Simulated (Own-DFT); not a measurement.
# How much smaller does PBEsol make it? C40 NbSi2, 36 atoms (Nb12Si24)

No measurement is shown. These are fixed-geometry runs of a retired plane-wave code named Own-DFT, which no person has reviewed; spin and spin-orbit coupling are neglected.

Limits: forces on such cells failed a check on a denser k mesh; stress not checked against mesh or cutoff.

Each geometry was run with PBE and with PBEsol, otherwise alike: PseudoDojo norm-conserving scalar-relativistic files made for PBE; cutoff 42 hartree; 4 x 4 x 5 k mesh centred on Gamma; cold (Marzari-Vanderbilt) smearing of 0.2 eV. Unstrained cell vectors in Å: (0.000, 8.324, 0.000); (-9.613, 0.000, 0.000); (0.000, 0.000, 6.586). Each has a uniform strain, of which the change of volume is shown, and random moves of rms u per axis.

| run | volume change (%) | u (Å) | P with PBE (GPa) | P with PBEsol (GPa) |
|---|---|---|---|---|
| 1 | 0.66 | 0.0510 | 1.72 | -1.89 |
| 2 | 1.38 | 0.0505 | 0.77 | -2.82 |
| 3 | 0.15 | 0.0496 | 2.04 | -1.60 |
| 4 | -0.59 | 0.0509 | 4.22 | 0.55 |
| 5 | 0.01 | 0.0525 | 2.79 | -0.87 |
| 6 | -0.54 | 0.0523 | 4.93 | 1.25 |
| 7 | -0.96 | 0.0485 | 4.60 | 0.90 |
| 8 | -0.95 | 0.0511 | 4.47 | 0.77 |
| 9 | 1.64 | 0.0431 | -0.39 | -3.98 |
| 10 | 3.25 | 0.0513 | -2.67 | -6.18 |
| 11 | -0.15 | 0.0492 | 4.17 | ? |

Asked: by how much does PBEsol shrink this cell, and what belongs in the blank?

## Answer

Write v for the change of volume as a fraction. Fitted to v and u², the PBE pressure has a slope of -177 ± 11 GPa in v, with the ions held to the strained lattice. The difference PBEsol less PBE is -3.65 + 4.4 v GPa (slope ± 0.2) and averages -3.64 GPa. Divided by the mean slope of the two, 174 GPa, that makes PBEsol's volume at a given pressure, near 0 GPa, about 2.1 % smaller, or 0.69 % in lengths. At one volume PBEsol's slope is the smaller by 4 GPa, but its pressure there is lower too. If stiffness rises by about 4 GPa for each GPa, PBEsol at equal pressure is stiffer by about 10 GPa. Files made for PBEsol would give a different shift.

For run 11 the line gives 0.51 GPa. The run itself gave 0.50 GPa.
